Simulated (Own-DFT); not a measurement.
## Calculated data, GaN (wurtzite, atoms displaced)

A calculation, not a measurement: plane-wave PBE density functional theory by an unreviewed code, no spin, of a simulated periodic cell, stress positive in tension, free energy of the whole cell less one offset for each atom, forces on such cells passed a denser k mesh, this cell's mesh not checked; offsets are fitted by least squares, one for each functional and potential file, so energies compare only between cells with the same atoms and settings and are not formation energies; the far tail of each file's local potential was reset to the Coulomb form; each entry is a single point on an unrelaxed cell, so the pressure reflects the starting lattice, mostly measured values (interpolated for alloys), from which strain is counted, and rises with the displacements; printed positions are rounded, which can move forces by about a meV/angstrom; the program, named Own-DFT, is a retired in-house code; no spin-orbit coupling. Program: Own-DFT development build.

Settings shared by all entries: functional PBE; potential files PseudoDojo norm-conserving, scalar-relativistic, standard set; wave cutoff 42 hartree; occupations Fermi-Dirac; smearing width 0.1 eV; hardware one NVIDIA H200; k mesh 3 x 4 x 3 centred on Gamma.

(1) GaN (wurtzite, atoms displaced)

```
CELL_PARAMETERS angstrom
12.75600 0.00000 0.00000
-4.78350 8.28530 0.00000
0.00000 0.00000 10.37000
ATOMIC_POSITIONS crystal
Ga 0.08399 0.22773 0.00624
Ga 0.16767 0.11232 0.24820
N 0.08551 0.23399 0.19042
N 0.16558 0.10896 0.43294
Ga 0.08655 0.22755 0.49618
Ga 0.16574 0.10890 0.74757
N 0.08414 0.21487 0.68255
N 0.15660 0.10330 0.93884
Ga 0.08471 0.55498 0.99839
Ga 0.17203 0.44677 0.25052
N 0.08152 0.55898 0.19073
N 0.16436 0.44268 0.43563
Ga 0.08022 0.55328 0.49775
Ga 0.16732 0.44173 0.74547
N 0.07844 0.54647 0.69092
N 0.17034 0.44434 0.93561
Ga 0.08011 0.88530 0.99803
Ga 0.17494 0.78138 0.25002
N 0.08374 0.88550 0.19192
N 0.16878 0.77974 0.43884
Ga 0.08613 0.89547 0.49444
Ga 0.16641 0.77902 0.76099
N 0.07902 0.88493 0.68821
N 0.17159 0.77110 0.93498
Ga 0.32752 0.22337 0.00617
Ga 0.41558 0.10892 0.24625
N 0.33381 0.22022 0.18520
N 0.41202 0.10578 0.43586
Ga 0.33559 0.22401 0.49554
Ga 0.42329 0.11395 0.75784
N 0.33488 0.21875 0.68887
N 0.41281 0.10508 0.94548
Ga 0.33622 0.56604 0.99824
Ga 0.41271 0.44472 0.24831
N 0.33321 0.55035 0.19144
N 0.41447 0.43837 0.44176
Ga 0.32953 0.55111 0.49046
Ga 0.41051 0.43671 0.74384
N 0.33006 0.56020 0.68989
N 0.41715 0.44411 0.93685
Ga 0.34160 0.89269 0.00326
Ga 0.41436 0.78032 0.25364
N 0.33100 0.89232 0.19158
N 0.41240 0.77753 0.43716
Ga 0.33615 0.89808 0.50154
Ga 0.42057 0.76994 0.76106
N 0.33447 0.89536 0.69050
N 0.41789 0.78836 0.93905
Ga 0.57903 0.22319 0.00836
Ga 0.67187 0.11810 0.25158
N 0.58408 0.22726 0.18902
N 0.66219 0.11676 0.43533
Ga 0.57840 0.22274 0.49506
Ga 0.66866 0.12074 0.74816
N 0.58118 0.22460 0.68951
N 0.66066 0.10388 0.93658
Ga 0.59013 0.56022 0.00556
Ga 0.66072 0.44788 0.25252
N 0.58464 0.56219 0.19399
N 0.66627 0.44270 0.43666
Ga 0.58575 0.56103 0.49482
Ga 0.66707 0.44012 0.74564
N 0.58476 0.54927 0.69121
N 0.67586 0.45476 0.93851
Ga 0.57693 0.88538 0.00140
Ga 0.66788 0.77068 0.25167
N 0.58350 0.88311 0.19698
N 0.66577 0.77600 0.43441
Ga 0.58290 0.88295 0.49948
Ga 0.67689 0.78417 0.74196
N 0.59095 0.89508 0.68610
N 0.66390 0.77058 0.94190
Ga 0.82571 0.21905 0.99311
Ga 0.90911 0.10802 0.24670
N 0.83020 0.23072 0.18588
N 0.91271 0.11126 0.43624
Ga 0.83658 0.21950 0.49596
Ga 0.92398 0.11131 0.75133
N 0.83510 0.21845 0.69092
N 0.92150 0.11854 0.94132
Ga 0.83544 0.56805 0.00229
Ga 0.92874 0.45368 0.23990
N 0.83599 0.56299 0.17665
N 0.91790 0.43984 0.42904
Ga 0.82979 0.55311 0.49370
Ga 0.91940 0.44039 0.74291
N 0.83116 0.55334 0.69286
N 0.91892 0.44391 0.93594
Ga 0.83249 0.88773 0.99878
Ga 0.90501 0.77461 0.25231
N 0.83353 0.88621 0.19473
N 0.91322 0.77554 0.43630
Ga 0.84057 0.89149 0.49835
Ga 0.91597 0.77920 0.75428
N 0.83236 0.88904 0.69365
N 0.91573 0.77343 0.94049
```

| Item | Value |
| --- | --- |
| free energy of cell above offsets | 23.428 eV |
| pressure | 7.22 GPa |
| stress xx | -6.7 GPa |
| stress yy | -8.03 GPa |
| stress zz | -6.94 GPa |
| stress yz | 0.67 GPa |
| stress xz | 0.42 GPa |
| stress xy | -0.74 GPa |
| wall time | 1185 s |

Force:
```tsv
element	x (eV/Å)	y (eV/Å)	z (eV/Å)
Ga	0.275	-0.127	-0.651
Ga	-0.572	-0.62	-0.576
N	-0.016	-1.763	0.277
N	-0.046	1.128	0.517
Ga	-0.288	-1.136	-0.171
Ga	0.717	-0.385	0.443
N	-0.201	0.962	0.017
N	0.815	0.912	-0.088
Ga	-0.198	-0.639	-0.016
Ga	-1.549	0.33	-0.193
N	3.455	1.176	-1.266
N	0.088	0.359	0.219
Ga	0.032	0.753	0.537
Ga	-0.628	-0.213	0.554
N	1.219	1.409	-1.086
N	-0.121	0.28	0.256
Ga	0.944	-0.191	1.017
Ga	-2.428	-0.716	0.626
N	-0.596	0.306	-0.451
N	-0.13	-0.197	0.084
Ga	0.139	-1.503	0.708
Ga	0.343	-0.181	-3.103
N	0.434	0.197	-0.223
N	-0.61	1.044	2.427
Ga	0.171	-0.211	-2.018
Ga	0.193	0.801	0.57
N	-0.264	0.584	1.335
N	0.148	1.48	-0.643
Ga	-0.336	-1.217	1.026
Ga	-1.174	-0.708	-0.261
N	-0.395	-0.359	-0.43
N	-0.251	1.571	-0.234
Ga	0.54	-1.497	0.09
Ga	1.393	-0.566	0.441
N	-0.671	1.697	-0.912
N	-0.002	1.202	-1.019
Ga	0.107	0.965	1.459
Ga	0.68	1.107	0.733
N	1.192	-0.724	-1.013
N	-0.127	0.369	0.467
Ga	-2.392	-0.271	0.234
Ga	0.823	-0.067	-0.269
N	1.89	-0.28	-1.073
N	0.547	-0.188	0.575
Ga	-0.121	-1.782	1.114
Ga	-0.697	1.681	-2.734
N	0.625	-0.765	0.404
N	0.884	-1.565	0.666
Ga	0.821	0.807	-1.619
Ga	-0.901	-0.767	-0.206
N	-0.193	-0.412	0.842
N	1.188	-0.832	0.855
Ga	0.313	-0.268	0.783
Ga	0.366	-0.962	-0.07
N	0.689	-0.407	-0.923
N	-0.543	0.54	0.236
Ga	-0.633	-1.348	-0.966
Ga	1.873	-0.297	-0.844
N	-0.614	-1.738	-0.681
N	-0.712	0.286	0.01
Ga	0.009	-0.961	1.476
Ga	-0.162	0.823	1.248
N	-1.128	1.051	-1.136
N	-1.212	-1.696	-0.021
Ga	2.047	0.407	0.828
Ga	-0.946	1.836	-0.121
N	-0.603	0.801	-1.041
N	0.673	0.622	0.975
Ga	-0.855	1.015	-0.268
Ga	-2.534	-1.998	1.562
N	-0.672	-0.704	0.494
N	-0.239	1.722	-0.724
Ga	0.62	0.792	0.417
Ga	0.416	1.099	-0.087
N	1.282	-0.622	-0.501
N	1.593	-0.529	-0.276
Ga	-1.952	0.559	0.792
Ga	-1.045	0.165	0.32
N	0.053	-0.124	-0.841
N	-0.545	-1.088	-0.138
Ga	1.237	-2.465	-1.516
Ga	-3.418	-1.258	0.957
N	-0.417	-0.822	3.334
N	-0.746	0.503	0.651
Ga	1.245	-0.17	1.159
Ga	-1.471	0.084	1.346
N	0.753	0.326	-1.405
N	-0.563	0.171	0.128
Ga	-0.131	0.514	0.249
Ga	3.115	-0.329	-0.407
N	-1.362	1.08	-1.564
N	0.717	0.007	0.43
Ga	-1.325	-0.041	0.634
Ga	0.326	-0.856	-0.605
N	2.116	1.039	-1.429
N	-0.369	2.003	-0.7
```

(2) GaN (wurtzite, atoms displaced)

```
CELL_PARAMETERS angstrom
12.75600 0.00000 0.00000
-4.78350 8.28530 0.00000
0.00000 0.00000 10.37000
ATOMIC_POSITIONS crystal
Ga 0.07936 0.22564 0.99419
Ga 0.16353 0.10708 0.25444
N 0.08492 0.22646 0.18768
N 0.15875 0.10490 0.44396
Ga 0.08235 0.21512 0.49986
Ga 0.16918 0.10020 0.75536
N 0.07585 0.21185 0.68567
N 0.16506 0.11222 0.93829
Ga 0.08175 0.55693 0.99799
Ga 0.15314 0.44239 0.25524
N 0.08312 0.54935 0.18884
N 0.16021 0.43925 0.43627
Ga 0.08126 0.55659 0.49535
Ga 0.17120 0.44551 0.76570
N 0.07918 0.55370 0.68954
N 0.15978 0.43938 0.94590
Ga 0.07993 0.89105 0.99968
Ga 0.16156 0.76852 0.24617
N 0.08190 0.88455 0.19101
N 0.16834 0.78101 0.43777
Ga 0.09030 0.89339 0.50203
Ga 0.16036 0.77182 0.74852
N 0.08595 0.89423 0.68575
N 0.17203 0.78332 0.94045
Ga 0.34006 0.22408 0.00105
Ga 0.41364 0.11808 0.24406
N 0.33636 0.23405 0.18063
N 0.41456 0.12166 0.43657
Ga 0.33818 0.22481 0.49864
Ga 0.42046 0.11277 0.73767
N 0.34037 0.23505 0.68544
N 0.41969 0.12111 0.94650
Ga 0.33392 0.56039 0.99653
Ga 0.41803 0.43982 0.25029
N 0.33236 0.56002 0.19251
N 0.41849 0.43631 0.44066
Ga 0.33977 0.56384 0.50416
Ga 0.42251 0.45637 0.75700
N 0.33412 0.56747 0.68420
N 0.42391 0.45135 0.93400
Ga 0.32980 0.88535 0.00269
Ga 0.41620 0.77131 0.24257
N 0.33600 0.89393 0.19607
N 0.41265 0.77589 0.44716
Ga 0.33927 0.88974 0.50689
Ga 0.41116 0.77763 0.75671
N 0.33253 0.89303 0.69338
N 0.42081 0.77688 0.92896
Ga 0.58707 0.21809 0.00508
Ga 0.66570 0.10724 0.25742
N 0.57844 0.22000 0.19721
N 0.67151 0.11193 0.44543
Ga 0.58918 0.22407 0.49761
Ga 0.66383 0.11042 0.74053
N 0.58259 0.21630 0.69607
N 0.67060 0.10350 0.93739
Ga 0.58490 0.54548 0.01002
Ga 0.66585 0.44730 0.25945
N 0.57591 0.54773 0.18644
N 0.66578 0.44083 0.44167
Ga 0.58728 0.56509 0.49879
Ga 0.67108 0.44774 0.75380
N 0.58377 0.55358 0.68313
N 0.66484 0.44395 0.93824
Ga 0.59216 0.89580 0.00855
Ga 0.66348 0.78085 0.24558
N 0.58416 0.89117 0.18730
N 0.66841 0.77910 0.44128
Ga 0.57738 0.88700 0.49951
Ga 0.66985 0.77835 0.74757
N 0.57990 0.87943 0.69578
N 0.67276 0.78175 0.93281
Ga 0.83066 0.23205 0.99606
Ga 0.92223 0.11395 0.24707
N 0.84032 0.22505 0.18954
N 0.91295 0.11085 0.44392
Ga 0.83800 0.22096 0.49664
Ga 0.91697 0.11257 0.75142
N 0.83820 0.22710 0.69169
N 0.91540 0.11151 0.93981
Ga 0.83772 0.55723 0.99107
Ga 0.91121 0.44350 0.25235
N 0.83043 0.54486 0.19067
N 0.91211 0.44678 0.42851
Ga 0.84282 0.56419 0.49879
Ga 0.91187 0.44144 0.75200
N 0.82617 0.54849 0.68034
N 0.91431 0.44760 0.94039
Ga 0.83362 0.89234 0.99642
Ga 0.91722 0.77918 0.25793
N 0.84250 0.89767 0.19404
N 0.91511 0.77506 0.43312
Ga 0.83124 0.88796 0.49672
Ga 0.91741 0.78225 0.75426
N 0.83538 0.89753 0.68843
N 0.92347 0.79668 0.94256
```

| Item | Value |
| --- | --- |
| free energy of cell above offsets | 25.185 eV |
| pressure | 7.78 GPa |
| stress xx | -7.05 GPa |
| stress yy | -8.04 GPa |
| stress zz | -8.26 GPa |
| stress yz | -0.12 GPa |
| stress xz | 0.42 GPa |
| stress xy | 0.93 GPa |
| wall time | 1125 s |

Force:
```tsv
element	x (eV/Å)	y (eV/Å)	z (eV/Å)
Ga	0.874	-1.65	1.387
Ga	0.113	0.7	-0.659
N	0.644	-0.441	-0.217
N	1.719	0.886	-1.279
Ga	-1.167	1.143	0.712
Ga	-0.564	2.563	-0.82
N	1.652	1.39	1.172
N	0.608	0.398	0.591
Ga	-0.028	0.412	0.748
Ga	3.129	-0.627	-0.218
N	-2.294	1.112	-1.181
N	0.737	0.452	1.138
Ga	0.265	-0.272	0.668
Ga	-0.708	-0.791	-3.222
N	0.389	-0.282	0.105
N	0.79	1.71	-0.327
Ga	1.749	0.884	1.049
Ga	0.633	1.052	0.7
N	0.027	0.316	-0.448
N	0.469	-0.326	0.103
Ga	-0.732	-1.064	-0.476
Ga	0.536	0.569	0.159
N	-0.198	-1.799	0.558
N	-1.584	-1.048	-0.492
Ga	-2.033	0.69	-1.096
Ga	0.06	-0.66	0.966
N	-0.72	-1.782	1.38
N	2.446	-1.921	-0.142
Ga	-1.846	-0.143	1.153
Ga	-1.578	0.654	2.063
N	-0.391	-0.988	0.805
N	1.588	-1.837	-1.393
Ga	0.672	-0.552	1.18
Ga	-1.94	0.953	0.885
N	0.15	-1.653	-0.924
N	-0.955	2.24	-0.778
Ga	-0.567	-2.4	-1.074
Ga	-0.091	-0.453	-2.135
N	0.114	-1.527	1.759
N	-0.901	-0.306	1.852
Ga	1.445	1.415	0.212
Ga	-1.001	1.308	1.448
N	-0.23	-0.89	-0.978
N	0.947	0.667	-2.026
Ga	-1.846	0.824	-0.924
Ga	0.775	0.769	-2.244
N	-0.278	-0.703	-0.339
N	-0.557	0.622	3.734
Ga	-0.361	-0.033	-0.152
Ga	0.217	1.273	-0.61
N	1.461	0.416	-0.668
N	-0.627	-0.646	-0.516
Ga	-1.263	-0.073	0.598
Ga	1.79	-1.142	1.188
N	0.08	1.606	-1.613
N	-1.426	1.289	-0.329
Ga	-0.812	1.597	-2.199
Ga	0.413	-0.493	-0.951
N	1.333	1.544	1.48
N	0.262	1.281	0.321
Ga	0.25	-1.827	0.275
Ga	-1.585	-0.753	-0.84
N	0.375	0.473	0.926
N	1.523	-0.266	0.278
Ga	-0.131	-1.408	-2.488
Ga	1.782	-0.45	0.716
N	-0.259	-0.047	1.085
N	-1.176	0.406	-1.363
Ga	1.136	-0.031	1.255
Ga	-0.258	-0.374	0.037
N	-0.52	1.03	-1.37
N	-0.528	-1.034	1.604
Ga	1.473	-1.516	1.176
Ga	-0.529	0.338	0.828
N	-1.457	-0.542	-0.339
N	1.461	-0.565	-1.451
Ga	-0.818	1.315	1.153
Ga	-0.098	0.207	0.161
N	-1.034	-0.66	-0.756
N	-0.669	0.811	-0.182
Ga	-2.021	1.117	2.041
Ga	1.098	-0.428	-1.464
N	-1.333	1.784	-1.238
N	1.19	-0.494	2.387
Ga	-1.417	-1.074	-0.349
Ga	0.414	0.581	-0.762
N	1.25	1.448	1.617
N	1.103	0.294	-0.917
Ga	-0.464	0.432	1.277
Ga	0.084	-0.767	-2.333
N	-1.323	-1.633	-0.992
N	0.262	1.074	2.319
Ga	0.748	0.416	0.668
Ga	-0.266	0.015	-1.061
N	0.524	-1.351	-0.415
N	-0.171	-2.749	-1.167
```

(3) GaN (wurtzite, atoms displaced)

```
CELL_PARAMETERS angstrom
12.75600 0.00000 0.00000
-4.78350 8.28530 0.00000
0.00000 0.00000 10.37000
ATOMIC_POSITIONS crystal
Ga 0.07915 0.21292 0.00736
Ga 0.15712 0.10848 0.24758
N 0.08455 0.22428 0.19030
N 0.16669 0.09816 0.44098
Ga 0.08500 0.21742 0.50137
Ga 0.17274 0.10301 0.75468
N 0.08178 0.22458 0.69252
N 0.16759 0.11444 0.94816
Ga 0.08364 0.55525 0.00293
Ga 0.15764 0.43441 0.24603
N 0.08954 0.55702 0.18795
N 0.17124 0.44795 0.44003
Ga 0.07975 0.54861 0.50521
Ga 0.16988 0.44468 0.75756
N 0.08499 0.55635 0.68251
N 0.16182 0.44103 0.93387
Ga 0.08660 0.89139 0.99572
Ga 0.16272 0.77918 0.23880
N 0.08428 0.88856 0.18772
N 0.16637 0.76836 0.43961
Ga 0.08237 0.88470 0.49554
Ga 0.15955 0.77357 0.74857
N 0.07901 0.87930 0.69049
N 0.16360 0.76992 0.93628
Ga 0.32368 0.21545 0.00297
Ga 0.41296 0.10787 0.25261
N 0.33345 0.22014 0.19037
N 0.41937 0.11669 0.43780
Ga 0.33134 0.22264 0.50544
Ga 0.41321 0.10887 0.75589
N 0.33454 0.22653 0.69090
N 0.42107 0.11488 0.93643
Ga 0.33164 0.56335 0.00772
Ga 0.42359 0.45449 0.25411
N 0.32969 0.55066 0.19437
N 0.41688 0.44564 0.43336
Ga 0.32939 0.55481 0.50477
Ga 0.41203 0.43237 0.75240
N 0.32716 0.55286 0.69151
N 0.42115 0.43720 0.93238
Ga 0.33872 0.89893 0.98536
Ga 0.42302 0.78066 0.24825
N 0.34572 0.90162 0.19337
N 0.42722 0.78992 0.44290
Ga 0.33553 0.88524 0.50080
Ga 0.41626 0.77695 0.74246
N 0.33429 0.88585 0.68659
N 0.41791 0.77075 0.93824
Ga 0.57466 0.21119 0.99516
Ga 0.66646 0.11174 0.24296
N 0.58496 0.20779 0.17768
N 0.66912 0.11453 0.43564
Ga 0.57570 0.21689 0.49713
Ga 0.66955 0.11427 0.74978
N 0.58803 0.22317 0.68479
N 0.66293 0.10356 0.94100
Ga 0.59183 0.55767 0.99089
Ga 0.66589 0.44286 0.25716
N 0.57996 0.54406 0.18897
N 0.65929 0.44187 0.43693
Ga 0.58831 0.55790 0.50427
Ga 0.66937 0.44593 0.74860
N 0.58990 0.56993 0.68820
N 0.66598 0.44375 0.94706
Ga 0.58981 0.88885 0.00451
Ga 0.65943 0.77096 0.25454
N 0.58724 0.88255 0.19703
N 0.65961 0.77476 0.44261
Ga 0.57824 0.88795 0.50180
Ga 0.66285 0.77594 0.74746
N 0.58615 0.89282 0.69250
N 0.66717 0.77600 0.94145
Ga 0.83020 0.21281 0.00052
Ga 0.92169 0.11962 0.25143
N 0.83193 0.21589 0.18866
N 0.91080 0.11093 0.43563
Ga 0.83883 0.22881 0.49597
Ga 0.91260 0.10630 0.75239
N 0.83578 0.22573 0.68629
N 0.92037 0.10807 0.93335
Ga 0.82906 0.54645 0.99878
Ga 0.92107 0.44515 0.25235
N 0.84086 0.55864 0.19349
N 0.92108 0.43960 0.44006
Ga 0.83568 0.55321 0.49527
Ga 0.92259 0.45216 0.75337
N 0.83437 0.54847 0.68867
N 0.90895 0.44668 0.93725
Ga 0.82824 0.88618 0.00673
Ga 0.91668 0.78079 0.25718
N 0.84113 0.89152 0.18878
N 0.91908 0.78347 0.43325
Ga 0.83761 0.89445 0.50661
Ga 0.91903 0.78690 0.75242
N 0.83066 0.89101 0.68163
N 0.92390 0.77839 0.93027
```

| Property | Result |
| --- | --- |
| free energy of cell above offsets | 25.131 eV |
| pressure | 7.78 GPa |
| stress xx | -7.65 GPa |
| stress yy | -7.18 GPa |
| stress zz | -8.52 GPa |
| stress yz | -0.18 GPa |
| stress xz | -0.91 GPa |
| stress xy | 0.55 GPa |
| wall time | 1141 s |

Force:
```tsv
element	x (eV/Å)	y (eV/Å)	z (eV/Å)
Ga	-0.465	1.306	-1.531
Ga	2.816	-0.061	0.935
N	-0.569	-0.754	-0.429
N	-0.935	1.635	-0.596
Ga	-0.431	0.422	0.424
Ga	-2.338	0.549	-0.336
N	1.13	-1.029	-0.252
N	-0.516	-1.126	-1.73
Ga	-0.642	-0.828	-0.724
Ga	1.64	2.194	1.816
N	-1.137	-0.256	-0.249
N	-1.019	-1.423	-0.742
Ga	1.202	0.692	-1.254
Ga	-1.212	-0.501	-1.672
N	0.176	-0.234	2.118
N	0.428	-0.208	2.664
Ga	-0.398	-1.044	0.724
Ga	2.363	0.255	1.803
N	-1.01	0.345	-0.654
N	-0.406	0.704	-0.682
Ga	0.955	-1.014	0.725
Ga	1.604	-0.525	-0.229
N	0.114	1.695	-0.841
N	0.463	1.404	0.156
Ga	2.436	2.093	1.008
Ga	0.58	1.639	-0.146
N	-0.986	0.31	-0.005
N	-1.461	-1.157	0.48
Ga	0.566	0.286	-1.509
Ga	1.33	0.25	-1.984
N	0.406	-1.951	-0.446
N	-2.397	-0.481	-0.4
Ga	0.811	-1.648	-0.7
Ga	-0.906	-1.816	-0.954
N	-0.034	0.599	-0.429
N	-0.151	-0.08	2.401
Ga	1.279	0.534	-0.682
Ga	-0.025	3.053	-0.116
N	1.658	0.154	-0.384
N	-1.039	0.388	1.557
Ga	0.444	-2.16	1.928
Ga	-1.234	-0.391	0.718
N	-1.1	-2.682	-1.776
N	-2.356	-2.443	-1.122
Ga	-0.957	0.536	-0.79
Ga	0.69	-0.257	1.26
N	-1.196	0.665	0.791
N	-0.273	1.597	-0.321
Ga	2.058	1.792	0.972
Ga	0.729	-0.768	1.698
N	-1.992	1.752	1.153
N	-0.298	0.022	0.039
Ga	2.038	0.569	0.374
Ga	0.277	0.044	-0.117
N	-1.454	-0.042	0.825
N	0.351	0.555	-0.56
Ga	-2.148	-0.754	1.661
Ga	0.655	-0.697	-1.998
N	0.762	1.556	-0.862
N	1.709	0.074	0.93
Ga	-1.395	0.033	-0.495
Ga	-0.138	-0.059	0.251
N	-0.136	-3.101	0.293
N	0.871	-1.231	-1.859
Ga	-1.257	-0.817	0.036
Ga	2.323	-0.495	0.505
N	-0.829	0.92	-1.761
N	1.363	0.575	-0.192
Ga	2.62	1.904	0.613
Ga	0.328	1.604	0.783
N	-0.537	-0.221	-0.42
N	0.242	0.419	-0.838
Ga	0.011	1.058	-0.421
Ga	-0.843	-1.684	0.096
N	0.519	1.092	-0.426
N	1.942	0.046	0.276
Ga	-1.398	-1.658	1.148
Ga	0.215	1.021	-1.162
N	0.155	-0.017	0.482
N	-0.99	-0.341	1.58
Ga	-0.337	1.801	1.147
Ga	-0.34	-0.243	-0.498
N	-0.888	-0.364	-0.249
N	-1.103	1.269	-0.984
Ga	-0.607	-0.081	0.619
Ga	0.043	-1.13	-0.552
N	-0.699	1.555	-0.758
N	2.608	-1.36	0.463
Ga	1.712	0.002	-0.885
Ga	0.455	-0.558	-2.158
N	-1.379	0.155	0.518
N	-0.291	-0.79	2.19
Ga	-1.087	-0.591	-2.422
Ga	-0.812	-1.433	-1.085
N	0.515	-0.414	2.23
N	-1.44	-0.205	1.997
```

(4) GaN (wurtzite, atoms displaced)

```
CELL_PARAMETERS angstrom
12.75600 0.00000 0.00000
-4.78350 8.28530 0.00000
0.00000 0.00000 10.37000
ATOMIC_POSITIONS crystal
Ga 0.08262 0.22687 0.99311
Ga 0.16226 0.10109 0.24694
N 0.08483 0.23151 0.19049
N 0.17274 0.10859 0.43803
Ga 0.08992 0.23332 0.50223
Ga 0.16507 0.11977 0.75659
N 0.08719 0.22384 0.68821
N 0.16322 0.09986 0.93825
Ga 0.08606 0.55519 0.99983
Ga 0.16440 0.43825 0.25565
N 0.08229 0.55847 0.18648
N 0.16983 0.44923 0.43622
Ga 0.08768 0.56120 0.48934
Ga 0.15873 0.44264 0.74923
N 0.08173 0.55382 0.68014
N 0.16210 0.44604 0.93695
Ga 0.08461 0.88705 0.99966
Ga 0.16464 0.78323 0.24549
N 0.09189 0.90092 0.18615
N 0.16629 0.78604 0.43532
Ga 0.07316 0.88644 0.50355
Ga 0.17062 0.78240 0.75684
N 0.08027 0.87514 0.68756
N 0.16509 0.77547 0.94100
Ga 0.33156 0.22069 0.00219
Ga 0.42029 0.11962 0.24653
N 0.32780 0.20690 0.18338
N 0.41179 0.11147 0.43642
Ga 0.33517 0.22515 0.49567
Ga 0.40151 0.09864 0.75174
N 0.33538 0.22936 0.69337
N 0.41719 0.11308 0.93518
Ga 0.34082 0.56642 0.99876
Ga 0.41769 0.44875 0.25359
N 0.32489 0.54816 0.19293
N 0.41869 0.44356 0.44367
Ga 0.32629 0.55620 0.50422
Ga 0.41626 0.43858 0.74828
N 0.33048 0.55300 0.68713
N 0.41412 0.44170 0.93437
Ga 0.33775 0.89743 0.00172
Ga 0.41039 0.77599 0.24807
N 0.32909 0.89293 0.17735
N 0.42023 0.78333 0.44067
Ga 0.32985 0.88072 0.49657
Ga 0.41938 0.78067 0.75167
N 0.33185 0.88236 0.69010
N 0.41806 0.77331 0.94182
Ga 0.58447 0.21880 0.00875
Ga 0.66224 0.10498 0.25309
N 0.58194 0.22046 0.18545
N 0.66896 0.11211 0.43664
Ga 0.59119 0.21697 0.50029
Ga 0.65819 0.10781 0.75042
N 0.59004 0.22874 0.68385
N 0.65994 0.11062 0.94552
Ga 0.57790 0.55691 0.99910
Ga 0.66236 0.44631 0.25191
N 0.57426 0.54603 0.18655
N 0.66937 0.44618 0.43930
Ga 0.58499 0.55594 0.50067
Ga 0.67173 0.44351 0.74971
N 0.58430 0.55827 0.69314
N 0.66705 0.43944 0.94085
Ga 0.57842 0.88688 0.99510
Ga 0.66646 0.77565 0.24864
N 0.58110 0.88838 0.19189
N 0.67278 0.77892 0.43444
Ga 0.57881 0.88457 0.50069
Ga 0.67105 0.77998 0.74159
N 0.58315 0.88970 0.68828
N 0.65988 0.77388 0.93791
Ga 0.83829 0.22449 0.99508
Ga 0.92525 0.11938 0.25644
N 0.83192 0.21858 0.18329
N 0.91810 0.11210 0.43316
Ga 0.82184 0.21753 0.50056
Ga 0.91849 0.11268 0.75368
N 0.83328 0.21953 0.67729
N 0.91308 0.11408 0.93779
Ga 0.83261 0.55512 0.00499
Ga 0.91654 0.44048 0.25213
N 0.82994 0.55735 0.18661
N 0.92482 0.45598 0.44014
Ga 0.83491 0.54978 0.50307
Ga 0.91164 0.44585 0.75513
N 0.83133 0.55499 0.69412
N 0.92228 0.45244 0.94152
Ga 0.83514 0.89182 0.00073
Ga 0.91232 0.77782 0.24878
N 0.82965 0.89067 0.18524
N 0.91076 0.75801 0.43845
Ga 0.82981 0.88396 0.50528
Ga 0.91406 0.77675 0.74347
N 0.82752 0.88008 0.68588
N 0.92020 0.77860 0.93892
```

| Property | Result |
| --- | --- |
| free energy of cell above offsets | 24.043 eV |
| pressure | 7.46 GPa |
| stress xx | -6.95 GPa |
| stress yy | -7.05 GPa |
| stress zz | -8.38 GPa |
| stress yz | -0.1 GPa |
| stress xz | -0.09 GPa |
| stress xy | -0.4 GPa |
| wall time | 1078 s |

Force:
```tsv
element	x (eV/Å)	y (eV/Å)	z (eV/Å)
Ga	0.652	-0.43	1.309
Ga	-0.071	3.032	1.17
N	0.863	-1.78	-1.262
N	-2.085	0.187	0.019
Ga	-0.071	-1.704	-0.714
Ga	1.56	-1.487	-1.021
N	-1.244	-0.303	0.057
N	-0.695	1.889	0.244
Ga	-0.63	0.572	0.644
Ga	-0.777	1.413	-1.189
N	0.353	-0.233	0.685
N	-0.394	-0.37	0.484
Ga	-0.387	0.597	1.356
Ga	0.645	1.059	-0.076
N	-0.435	0.387	0.788
N	1.691	-0.105	-0.29
Ga	-0.377	-0.605	0.108
Ga	0.67	-0.54	0.445
N	-1.865	-3.056	-0.598
N	0.267	-0.587	-0.219
Ga	1.427	0.236	-0.531
Ga	-0.516	-1.647	-0.868
N	-0.728	1.843	0.403
N	0.872	0.453	-0.053
Ga	0.055	0.139	-0.735
Ga	-0.183	-1.337	0.815
N	-0.713	2.12	0.795
N	1.984	-0.406	0.14
Ga	0.207	-0.49	1.132
Ga	1.415	1.559	-0.586
N	-0.439	-2.177	-1.179
N	0.101	0.015	0.398
Ga	-0.785	-2.847	0.72
Ga	-1.028	-1.425	0.062
N	1.11	1.007	-0.778
N	-0.857	0.984	-0.649
Ga	1.997	0.447	-0.22
Ga	-0.277	1.904	0.19
N	-0.011	0.245	0.863
N	-0.453	0.011	0.765
Ga	-0.34	-0.878	-1.497
Ga	0.12	0.262	-0.08
N	1.052	-0.24	2.542
N	-0.72	-1.186	-0.808
Ga	-0.794	1.551	0.317
Ga	-0.116	-1.221	-0.1
N	0.043	0.412	-0.516
N	-1.441	1.524	-1.121
Ga	-1.131	1.052	-1.869
Ga	0.624	0.722	-1.277
N	0.408	0.423	1.96
N	-0.618	-1.627	-0.469
Ga	-2.972	0.951	-0.154
Ga	1.099	0.66	0.59
N	-1.167	-1.079	0.408
N	1.865	-0.335	-1.539
Ga	1.224	-0.812	-0.501
Ga	0.876	-0.328	-0.232
N	0.651	1.258	0.085
N	-0.026	-0.688	-0.012
Ga	0.157	-0.131	0.535
Ga	-1.766	-0.177	0.974
N	0.398	-0.501	-0.828
N	-0.618	0.456	-0.081
Ga	1.405	0.666	1.315
Ga	-0.542	0.061	-0.361
N	-0.236	-0.839	-0.536
N	-1.526	-0.333	0.614
Ga	1.386	0.347	-0.19
Ga	-1.832	-0.954	1.88
N	0.165	-0.161	-0.196
N	1.008	0.957	-0.452
Ga	-2.124	0.559	1.041
Ga	-1.383	-0.859	-1.764
N	-0.064	0.186	0.869
N	0.068	-0.055	2.436
Ga	3.176	1.483	-0.938
Ga	-0.629	-0.171	-1.497
N	-0.312	-0.048	2.927
N	1.455	-0.748	-0.533
Ga	-0.211	0.17	-0.904
Ga	-0.619	0.336	-0.587
N	0.365	-0.353	1.034
N	-0.655	-2.216	-0.646
Ga	-0.491	-0.533	0.32
Ga	1.473	-0.201	-0.899
N	0.574	0.238	-1.108
N	-0.607	-1.012	-0.423
Ga	-0.351	-0.937	-0.466
Ga	0.586	0.049	-0.045
N	0.85	0.351	0.589
N	-0.867	2.701	-0.287
Ga	1.08	0.748	-1.814
Ga	0.853	-0.096	1.55
N	1.327	1.972	0.513
N	-0.978	0.057	-0.393
```
